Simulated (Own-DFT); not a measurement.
## Calculated data, Al31GaO48 (corundum with substituted atoms, atoms displaced)

A calculation, not a measurement: plane-wave PBE density functional theory by an unreviewed code, no spin, of a simulated periodic cell, stress positive in tension, free energy of the whole cell less one offset for each atom, defect cell not probed for a lower state with spin; oxygen file: force components 24 meV/angstrom off all-electron in one glass; forces on such cells passed a denser k mesh, this cell's mesh not checked; offsets are fitted by least squares, one for each functional and potential file, so energies compare only between cells with the same atoms and settings and are not formation energies; the far tail of each file's local potential was reset to the Coulomb form; each entry is a single point on an unrelaxed cell, so the pressure reflects the starting lattice, mostly measured values, from which strain is counted, and rises with the displacements; printed positions are rounded, which can move forces by about a meV/angstrom; the program is a retired in-house code; no spin-orbit coupling; before rounding, a Quantum ESPRESSO 7.3.1 run of the same cell and cutoff gave forces within 1 meV/angstrom rms on each cell, which checks the program and not the settings. Program: Own-DFT development build.

Al31GaO48 (corundum with substituted atoms, atoms displaced)

```xyz
80
Lattice="5.4940 0.0000 8.6604 -2.7470 4.7579 8.6604 -2.7470 -4.7579 8.6604" Properties=species:S:1:pos:R:3 Al31GaO48
Al    -0.0295     0.0385     4.6159
Al    -0.0955    -0.0403     8.3667
Al    -0.0172    -0.0231    11.0734
Al     0.0420    -0.0944     1.9366
O      0.0093     1.7259     7.5631
O      1.4379    -0.7140     7.5467
O     -1.5332    -0.9774     7.4748
O      0.1246    -1.6277     5.3853
O     -1.4414     0.8293     5.4388
O      1.3708     0.9967     5.4365
Al    -1.2859    -2.4672     8.8660
Al    -1.3289    -2.3397    12.6882
Al    -1.4808    -2.4597    15.4232
Al    -1.4666    -2.4207     6.2714
O     -1.4649    -0.6876    11.8677
O      0.1875    -3.0701    11.8466
O     -2.7798    -3.2864    11.7484
O     -1.2761    -3.9826     9.6782
O     -2.8947    -1.6059     9.8206
O     -0.1071    -1.4553     9.7879
Al    -1.3226     2.1303     8.9769
Al    -1.3581     2.4202    12.7348
Al    -1.3822     2.3657    15.3213
Al    -1.3232     2.3950     6.2717
O     -1.5330     4.1746    11.8327
O      0.0088     1.5874    11.8171
O     -2.6346     1.4069    11.7548
O     -1.3183     0.7674     9.6916
O     -2.8251     3.1796     9.8250
O      0.0852     3.3471     9.7542
Al    -2.7245     0.1250    13.1923
Al    -2.9114    -0.1214    16.9804
Al    -2.7316     0.1162    19.8784
Al    -2.6416     0.1165    10.6871
O     -2.9129     1.7254    16.2164
O     -1.1665    -0.8150    16.2670
O     -4.0911    -0.9671    16.3235
O     -2.7854    -1.5873    14.1138
O     -4.3493     0.7897    14.1000
O     -1.3547     0.9952    14.0728
Al     2.7509    -0.0948     8.9324
Al     2.7486    -0.0844    12.8641
Al     2.6674    -0.0002    15.4795
Al     2.8782     0.1285     6.2069
O      2.5864     1.6910    11.8996
O      4.1481    -0.7576    11.8867
O      1.4633    -0.8426    11.8299
O      2.9153    -1.6906     9.6841
O      1.1849     0.6894     9.7435
O      4.1273     0.9331     9.6752
Al     1.4755    -2.3425    13.2089
Al     1.3467    -2.3561    17.0634
Al     1.3461    -2.1891    19.6964
Al     1.4360    -2.5264    10.5080
O      1.2283    -0.6319    16.3057
O      3.0186    -3.0313    16.2439
O      0.0404    -3.2528    16.2328
O      1.5833    -3.9409    14.1648
O     -0.0845    -1.6111    13.9894
O      2.8263    -1.4963    14.1654
Al     1.4709     2.3643    13.2422
Al     1.3808     2.2809    17.0200
Al     1.4913     2.4157    19.7311
Ga     1.4161     2.4039    10.5908
O      1.2213     3.8916    16.2424
O      3.0185     1.6408    16.2112
O      0.0387     1.4346    16.0799
O      1.4187     0.6481    13.9981
O      0.0558     3.1468    14.1868
O      2.7753     3.2408    14.1355
Al     0.0407    -0.0676    17.5651
Al     0.1359    -0.0308    21.4377
Al    -0.1254    -0.1205    24.0355
Al    -0.0949     0.0095    15.0853
O     -0.1193     1.8187    20.4880
O      1.4530    -0.7601    20.5445
O     -1.2869    -0.9500    20.5475
O      0.0214    -1.6166    18.4874
O     -1.3878     0.6698    18.4468
O      1.3596     0.9958    18.4696
```

| Quantity | Value |
| --- | --- |
| functional | PBE |
| potential files | PseudoDojo norm-conserving, scalar-relativistic, standard set |
| wave cutoff | 72 hartree |
| occupations | Fermi-Dirac |
| smearing width | 0.1 eV |
| k mesh | 3 x 3 x 3 centred on Gamma |
| free energy of cell above offsets | -44.837 eV |
| pressure | 15.16 GPa |
| stress xx | -14.16 GPa |
| stress yy | -17.56 GPa |
| stress zz | -13.75 GPa |
| stress yz | -0.03 GPa |
| stress xz | 0.58 GPa |
| stress xy | -1.63 GPa |

Force:
```tsv
element	x (eV/Å)	y (eV/Å)	z (eV/Å)
Al	-0.016	0.703	-1.04
Al	1.629	-0.851	0.032
Al	2.768	-0.429	-0.598
Al	-1.451	5.179	-0.893
O	-5.043	-3.323	3.251
O	-0.015	-0.175	0.028
O	3.213	2.191	2.515
O	0.106	-0.357	-0.758
O	-0.559	-1.83	-0.811
O	0.234	-0.793	-1.174
Al	-2.115	1.976	0.963
Al	-0.751	-0.247	0.137
Al	5.402	2.687	-2.384
Al	2.541	0.625	0.796
O	-0.936	-0.576	1.491
O	-0.698	1.154	1.838
O	0.897	0.638	2.551
O	0.883	-2.086	1.217
O	0.43	0.949	-1.453
O	1.039	-0.18	-0.718
Al	0.285	10.63	-3.141
Al	1.258	0.541	-0.509
Al	0.12	1.846	1.392
Al	-1.111	-0.188	0.936
O	1.489	-2.388	3.029
O	-0.495	1.755	2.045
O	-0.814	3.146	4.176
O	0.708	-6.887	2.741
O	0.608	-3.731	-2.202
O	-2.993	-0.088	-1.009
Al	-0.093	-1.968	1.676
Al	4.948	3.178	4.013
Al	0.707	-3.11	-3.443
Al	-2.139	-4.495	-4.237
O	2.64	-1.71	-0.729
O	-2.237	0.612	-0.093
O	-4.761	-2.055	-3.499
O	3.224	1.495	-1.749
O	2.655	-1.756	-2.087
O	-1.019	-0.792	-0.53
Al	-0.618	1.471	0.059
Al	-0.152	1.761	-1.938
Al	0.609	0.446	-1.702
Al	-2.914	-1.338	1.336
O	1.973	-1.201	1.631
O	1.594	0.693	1.24
O	-1.03	-1.074	0.768
O	-0.836	-0.509	-0.104
O	0.406	-0.868	-1.261
O	-0.422	-0.407	-0.16
Al	-0.981	0.902	-0.514
Al	1.854	-1.087	1.244
Al	0.364	-5.191	-1.165
Al	0.242	3.522	-0.103
O	0.654	-1.408	0.052
O	-4.568	-2.637	0.649
O	-0.503	-0.77	-0.852
O	-0.719	-0.388	-1.421
O	-0.389	-0.082	0.531
O	-2.888	1.76	-2.587
Al	-1.097	-0.715	-0.416
Al	-0.084	0.705	1.142
Al	-2.509	0.334	-1.174
Ga	-3.044	-2.557	-0.271
O	0.825	1.838	-0.584
O	-2.347	-0.306	1.201
O	-0.157	1.059	2.489
O	0.943	0.349	1.548
O	-1.456	0.076	-2.235
O	-0.189	1.313	-0.397
Al	-1.321	1.126	2.085
Al	-2.544	0.7	-0.736
Al	2.575	0.988	2.065
Al	1.163	-1.557	-4.38
O	1.576	-2.933	2.342
O	1.454	3.903	2.292
O	-0.932	2.735	2.895
O	4.717	1.458	-3.049
O	-0.645	-0.133	-1.11
O	0.855	-1.274	-1.181
```
